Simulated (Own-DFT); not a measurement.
# Computed records: GaP (zincblende, strained, atoms displaced)

A calculation, not a measurement: plane-wave PBE density functional theory by an unreviewed code, no spin, of a simulated periodic cell, stress positive in tension, free energy of the whole cell less one offset for each atom, forces on such cells passed a denser k mesh, this cell's mesh not checked; offsets are fitted by least squares, one for each functional and potential file, so energies compare only between cells with the same atoms and settings and are not formation energies; the far tail of each file's local potential was reset to the Coulomb form; each entry is a single point on an unrelaxed cell, so the pressure reflects the starting lattice, mostly measured values (interpolated for alloys), from which strain is counted, and rises with the displacements; printed positions are rounded, which can move forces by about a meV/angstrom; the program, named Own-DFT, is a retired in-house code; no spin-orbit coupling. Program: Own-DFT development build.

Settings shared by all entries: functional PBE; potential files PseudoDojo norm-conserving, scalar-relativistic, standard set; wave cutoff 42 hartree; occupations Fermi-Dirac; smearing width 0.1 eV; hardware one NVIDIA H100; k mesh 3 x 3 x 3 centred on Gamma.

(1) GaP (zincblende, strained, atoms displaced)

```
CELL_PARAMETERS angstrom
10.86200 0.00000 0.00000
0.00000 10.86200 0.00000
0.00000 0.00000 10.93610
ATOMIC_POSITIONS crystal
Ga 0.00332 0.00723 0.98504
Ga 0.00725 0.25472 0.26314
Ga 0.25559 0.00235 0.25092
Ga 0.25830 0.25373 0.99495
P 0.12119 0.13304 0.10892
P 0.12671 0.37811 0.37058
P 0.37362 0.12984 0.37856
P 0.38161 0.36529 0.12611
Ga 0.99567 0.00013 0.51064
Ga 0.01025 0.23741 0.75612
Ga 0.25177 0.99989 0.74909
Ga 0.24200 0.25079 0.49837
P 0.12906 0.11866 0.62627
P 0.11780 0.37226 0.87603
P 0.38266 0.12133 0.87224
P 0.37488 0.38880 0.62845
Ga 0.99783 0.49268 0.99573
Ga 0.98799 0.74964 0.24156
Ga 0.25783 0.50090 0.25391
Ga 0.26305 0.75193 0.00782
P 0.13371 0.63131 0.13186
P 0.12330 0.88230 0.36469
P 0.38407 0.62019 0.36254
P 0.37841 0.87627 0.13081
Ga 0.99686 0.49033 0.50716
Ga 0.00768 0.76085 0.73551
Ga 0.24551 0.50819 0.75832
Ga 0.26040 0.74607 0.50942
P 0.12947 0.60435 0.62237
P 0.13961 0.87335 0.89223
P 0.37860 0.63297 0.88509
P 0.38606 0.87922 0.63553
Ga 0.49649 0.99450 0.00924
Ga 0.50285 0.25509 0.26603
Ga 0.75363 0.00018 0.25494
Ga 0.75257 0.26234 0.00598
P 0.62944 0.13374 0.11655
P 0.63042 0.37162 0.37699
P 0.89143 0.13287 0.37808
P 0.87211 0.36817 0.13601
Ga 0.48852 0.00875 0.50690
Ga 0.51223 0.24059 0.76119
Ga 0.73728 0.00500 0.74709
Ga 0.75547 0.25817 0.50889
P 0.61606 0.12372 0.61770
P 0.63516 0.36978 0.87133
P 0.88395 0.11078 0.87546
P 0.89416 0.37780 0.62027
Ga 0.51273 0.50558 0.00444
Ga 0.48976 0.74974 0.25045
Ga 0.74979 0.48858 0.24876
Ga 0.74952 0.75007 0.99573
P 0.62723 0.62293 0.13036
P 0.64002 0.87792 0.38714
P 0.87049 0.64050 0.38510
P 0.87213 0.86608 0.12609
Ga 0.48563 0.51719 0.49209
Ga 0.50351 0.74519 0.74992
Ga 0.75056 0.49862 0.75536
Ga 0.75796 0.76844 0.49801
P 0.60770 0.62891 0.62483
P 0.62320 0.87361 0.87285
P 0.87772 0.61514 0.86371
P 0.87778 0.87690 0.61751
```

* free energy of cell above offsets: -28.297 eV
* pressure: 4.78 GPa
* stress xx: -4.94 GPa
* stress yy: -4.87 GPa
* stress zz: -4.54 GPa
* stress yz: 1.05 GPa
* stress xz: -0.96 GPa
* stress xy: -0.63 GPa
* wall time: 569.7 s

Force:
```csv
element,x (eV/Å),y (eV/Å),z (eV/Å)
Ga,1.124,-2.335,2.631
Ga,0.138,-0.628,-2.111
Ga,-0.965,0.746,-0.538
Ga,-0.358,-0.299,-0.209
P,0.673,-0.19,1.619
P,0.487,0.837,0.912
P,-0.249,-0.146,-0.206
P,0.141,1.264,0.122
Ga,1.369,0.521,-1.809
Ga,-0.616,0.319,-0.551
Ga,0.17,-0.346,0.771
Ga,0.706,0.605,0.765
P,0.005,0.313,-0.125
P,1.518,0.034,-0.076
P,-0.69,-0.12,0.649
P,-0.018,-1.326,0.114
Ga,-0.087,0.752,1.286
Ga,1.552,-0.499,1.269
Ga,-0.618,-0.746,-1.351
Ga,-0.668,-0.387,0.568
P,-0.805,-0.929,-0.626
P,-0.068,-0.909,1.346
P,-2.035,1.607,0.53
P,-0.244,0.361,0.281
Ga,1.332,2.477,-3.11
Ga,0.665,-1.265,1.157
Ga,0.901,-0.889,0.882
Ga,-0.654,0.303,-0.926
P,-0.24,2.705,-0.274
P,-0.923,0.185,-2.123
P,0.236,-1.115,-0.731
P,-1.084,-0.683,-0.565
Ga,1.102,0.826,-0.838
Ga,0.153,-0.856,-1.45
Ga,0.333,0.757,-0.599
Ga,0.566,-1.377,-0.746
P,-0.635,-1.073,1.529
P,-0.399,1.122,1.262
P,-1.862,-0.977,0.717
P,1.62,0.634,-0.583
Ga,0.572,-1.173,-1.203
Ga,-0.775,0.949,-1.188
Ga,0.964,-0.468,0.058
Ga,0.227,-0.658,-0.548
P,1.537,1.154,0.649
P,-0.61,0.661,0.596
P,-2.976,2.506,-1.719
P,-2.91,-2.4,3.182
Ga,-0.871,-1.038,-0.412
Ga,2.534,0.657,-0.029
Ga,-0.046,1.665,0.92
Ga,0.25,-0.713,-0.133
P,0.421,0.771,0.096
P,-3.371,1.461,-1.74
P,0.809,-2.539,-0.953
P,-0.305,1.958,-1.392
Ga,1.98,-2.367,1.612
Ga,-0.576,0.737,1.151
Ga,-0.332,-0.064,-1.999
Ga,-0.755,-2.377,1.394
P,2.738,-0.702,-0.868
P,-0.058,0.111,0.44
P,0.581,1.958,0.972
P,-0.6,0.642,2.252
```

(2) GaP (zincblende, strained, atoms displaced)

```
CELL_PARAMETERS angstrom
10.86200 0.00000 0.00000
0.00000 10.86200 0.00000
0.00000 0.00000 10.93610
ATOMIC_POSITIONS crystal
Ga 0.00528 0.00828 0.99941
Ga 0.98593 0.25578 0.24927
Ga 0.25099 0.00164 0.25738
Ga 0.25356 0.24986 0.99652
P 0.11892 0.12964 0.11848
P 0.13662 0.36880 0.37083
P 0.36733 0.10013 0.37215
P 0.36896 0.36858 0.12452
Ga 0.00686 0.00470 0.49594
Ga 0.00293 0.25644 0.76067
Ga 0.24894 0.99723 0.75154
Ga 0.25863 0.25722 0.49483
P 0.11708 0.13985 0.63437
P 0.12007 0.36627 0.87729
P 0.38195 0.11978 0.86109
P 0.39888 0.37398 0.63179
Ga 0.99395 0.51119 0.99864
Ga 0.00533 0.73993 0.24826
Ga 0.24994 0.49340 0.24429
Ga 0.24681 0.75325 0.00379
P 0.13422 0.62298 0.11905
P 0.12705 0.87878 0.37151
P 0.36205 0.62861 0.38448
P 0.37056 0.86144 0.11688
Ga 0.99954 0.49538 0.50110
Ga 0.99890 0.75545 0.74969
Ga 0.25084 0.50481 0.75396
Ga 0.25509 0.75791 0.51258
P 0.12031 0.62222 0.63594
P 0.13736 0.88234 0.86951
P 0.38043 0.62138 0.87943
P 0.37672 0.88060 0.62222
Ga 0.49014 0.00876 0.98508
Ga 0.49203 0.26021 0.25529
Ga 0.75415 0.98914 0.25660
Ga 0.74939 0.25380 0.00251
P 0.61661 0.12633 0.11993
P 0.62310 0.36479 0.38122
P 0.87994 0.12512 0.37028
P 0.87713 0.37166 0.12667
Ga 0.49873 0.99956 0.50586
Ga 0.49522 0.24759 0.75399
Ga 0.74993 0.00133 0.75483
Ga 0.74457 0.24964 0.49487
P 0.62693 0.11863 0.63722
P 0.62025 0.37185 0.87748
P 0.87281 0.12523 0.88101
P 0.87990 0.37819 0.63556
Ga 0.49779 0.50139 0.99690
Ga 0.49495 0.75838 0.24989
Ga 0.75148 0.49507 0.24638
Ga 0.75125 0.75622 0.99531
P 0.63353 0.61578 0.14168
P 0.63155 0.88856 0.37525
P 0.88440 0.63227 0.35874
P 0.87429 0.87568 0.12065
Ga 0.50430 0.49480 0.49502
Ga 0.50347 0.73793 0.74860
Ga 0.74618 0.50034 0.75540
Ga 0.73138 0.75164 0.49583
P 0.61830 0.62617 0.63307
P 0.63258 0.86240 0.86970
P 0.86787 0.62654 0.87163
P 0.86433 0.87767 0.62166
```

- free energy of cell above offsets: -29.180 eV
- pressure: 4.5 GPa
- stress xx: -4.68 GPa
- stress yy: -4.53 GPa
- stress zz: -4.3 GPa
- stress yz: 0.82 GPa
- stress xz: -1.1 GPa
- stress xy: -0.15 GPa
- wall time: 530.7 s

Force:
```csv
element,x (eV/Å),y (eV/Å),z (eV/Å)
Ga,-0.509,-1.102,-0.381
Ga,2.125,-0.766,0.351
Ga,-1.906,-1.57,-3.365
Ga,-0.375,-0.964,-0.323
P,1.176,0.286,1.46
P,-1.787,0.616,-0.011
P,2.387,3.815,1.964
P,0.843,0.895,-0.411
Ga,-0.434,-0.031,0.901
Ga,-1.681,-1.06,-0.518
Ga,0.393,1.457,-1.786
Ga,0.501,-1.187,1.273
P,1.405,-1.246,-1.27
P,1.392,2.325,1.001
P,-2.28,0.858,0.633
P,-2.739,0.776,-1.1
Ga,0.41,-0.916,0.005
Ga,1.169,2.064,-1.493
Ga,0.149,0.833,0.505
Ga,-0.089,-0.775,-1.671
P,-1.056,-0.292,0.369
P,-0.292,-1.109,0.61
P,1.268,-0.656,-0.972
P,0.921,2.724,0.809
Ga,0.368,0.484,-0.536
Ga,-0.384,0.328,-0.015
Ga,0.224,-1.154,0.053
Ga,-1.651,-0.659,-0.515
P,0.465,0.523,-1.105
P,-2.023,-1.363,1.387
P,-1.158,0.948,-0.302
P,0.419,-0.7,1.578
Ga,1.675,-2.109,1.644
Ga,0.029,-2.064,-0.374
Ga,0.69,1.907,-1.918
Ga,-0.349,-0.58,0.097
P,0.313,-0.181,0.874
P,0.139,1.46,-1.227
P,-0.922,-0.11,0.64
P,-0.641,1.375,-1.11
Ga,0.861,0.503,-0.269
Ga,1.946,-0.209,-0.172
Ga,0.6,-0.584,0.286
Ga,1.377,-1.171,1.785
P,-0.525,1.08,-1.292
P,0.397,0.236,-0.008
P,0.056,0.352,-0.51
P,-1.102,-0.305,-1.022
Ga,0.892,-0.524,1.554
Ga,0.671,-0.988,0.732
Ga,0.973,-0.888,1.422
Ga,0.116,-1.229,1.4
P,-1.975,1.853,-2.195
P,-2.331,-1.438,0.537
P,-2.179,-2.041,2.837
P,1,-0.213,0.224
Ga,-0.327,1.194,0.381
Ga,-1.368,1.833,0.898
Ga,-0.193,-0.376,-0.44
Ga,1.522,-0.525,0.366
P,1.364,-1.51,-2.236
P,-1.706,1.491,-0.066
P,0.678,0.48,0.371
P,1.07,-0.1,-0.336
```
